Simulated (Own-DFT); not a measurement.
# Strain and stress in wurtzite AlN, 128 atoms (Al64N64)

Calculated, not measured: single-point runs of Own-DFT, a retired in-house plane-wave DFT program that no person has reviewed, on unrelaxed cells, without spin or spin-orbit coupling.

All runs used: PBE; PseudoDojo norm-conserving scalar-relativistic files; cutoff 42 hartree; 3 x 3 x 3 k mesh centred on Gamma; Gaussian smearing of 0.01 eV.

Known weak points: k mesh not checked against a denser one; stress not checked against mesh or cutoff.

Unstrained cell vectors in Å: (12.448, 0.000, 0.000); (-6.224, 10.780, 0.000); (0.000, 0.000, 9.964). The unstrained cell has measured lattice constants (interpolated for alloys), not those of this functional. That, the random moves and any unrelaxed bonds set the pressure at no strain. A uniform strain is put on this cell, atoms riding along. All atoms carry random offsets, Gaussian with a width of 0.05 Å per axis. Strains are tensor components in per cent; tension counts as positive stress, and P is minus the mean normal stress.

```
run,e_xx (%),e_yy (%),e_zz (%),e_yz (%),e_xz (%),e_xy (%),s_xx (GPa),s_yy (GPa),s_zz (GPa),s_yz (GPa),s_xz (GPa),s_xy (GPa),P (GPa),E (meV/atom)
1,0.63,1.49,0.89,-0.96,0.19,1.68,0.16,0.31,0.61,-3.06,0.75,5.73,-0.36,6.0
2,0.96,1.42,0.41,1.82,1.86,1.38,-0.15,2.88,-1.75,4.35,4.95,4.31,-0.33,0.0
3,-0.72,1.55,1.86,-1.82,0.12,-0.65,-7.53,1.81,3.25,-4.85,0.58,-0.27,0.82,15.4
4,0.49,0.10,-0.57,-0.40,0.72,1.08,-4.31,-6.28,-6.27,-1.14,1.50,4.63,5.62,10.6
5,0.32,0.82,-1.98,-0.64,1.26,-1.52,-5.02,-2.64,-15.03,-1.84,3.19,-5.38,7.56,23.5
6,0.15,-0.35,0.71,1.89,0.82,-1.66,-4.98,-7.91,-0.87,4.50,1.40,-5.40,4.59,11.3
7,-1.30,-1.09,-1.92,1.87,1.00,-1.42,-17.17,-12.24,-18.45,4.32,2.59,-6.49,15.95,55.9
8,1.68,-1.47,0.34,-1.68,0.89,-0.42,-0.21,-10.23,-4.31,-4.01,2.85,-0.64,4.92,24.5
9,-0.02,0.09,0.03,-0.87,-0.58,0.24,-5.16,-5.81,-5.37,-2.36,-1.50,3.16,5.45,9.6
10,-1.09,-1.43,1.38,-1.15,0.86,1.16,-11.40,-13.50,-1.37,-3.26,1.88,4.04,8.76,30.1
11,1.32,-1.48,-1.75,1.66,-1.98,1.03,-1.99,-12.66,-16.27,4.22,-4.23,4.08,10.31,43.5
12,-1.09,-1.58,0.11,-0.67,-1.66,-1.59,-15.00,-14.65,-7.07,-2.26,-4.27,-6.77,12.24,51.4
13,0.53,-1.39,0.14,-1.09,-1.92,0.27,-4.45,-10.92,-6.22,-2.57,-4.57,1.06,7.19,13.6
14,-1.04,1.04,-0.33,1.99,0.68,-0.35,-10.48,-0.90,-7.55,4.68,1.73,-1.61,6.31,12.1
15,0.19,0.37,1.68,-1.22,-1.96,-1.92,-3.72,-2.73,2.51,-2.61,-4.83,-5.65,1.31,12.5
16,1.89,-1.51,1.54,-1.32,1.83,-0.10,?,?,?,?,?,?,?,?
```

E is the free energy per atom, counted from the lowest run shown.

## Fit

Regress every stress component on the fractional strains (shears doubled) of the visible runs, with a constant. Shear strains stay in the fit of a normal stress only where such slopes are resolved. The slopes, in GPa:

| stress | at no strain | per e_xx | per e_yy | per e_zz | scatter |
|---|---|---|---|---|---|
| s_xx | -6.4 | 527 ± 27 | 119 ± 22 | 85 ± 22 | 0.95 |
| s_yy | -5.9 | 86 ± 28 | 467 ± 22 | 37 ± 22 | 0.98 |
| s_zz | -5.9 | 88 ± 29 | 92 ± 23 | 509 ± 23 | 1.01 |

The slope of each shear stress on twice its own strain, from a fit on all six strains: yz 126 ± 3, xz 122 ± 4, xy 173 ± 12 GPa. These are stiffnesses along x, y and z of the frame in which the cell vectors are given, with the crystal's c axis along z: C11, C12, C13 and C33. Hexagonal symmetry asks that xx and yy behave alike, which is a second check on the noise. No internal relaxation is included, and where it is allowed it would reduce some of the slopes. Symmetry asks for nearly equal slopes across the diagonal; the mismatch is a measure of noise. A ninth of the table's sum, 223 ± 5 GPa, estimates the bulk modulus near the mean pressure of these runs, 6.0 GPa, so it lies above the value at zero pressure.

## Check

Question: what normal stresses and pressure should run 16 give?

From the fit: s_xx = 3.1, s_yy = -10.7, s_zz = 2.2 and P = 1.8 GPa. The hidden result is 1.77, -9.84, 1.69 and P = 2.13 GPa.
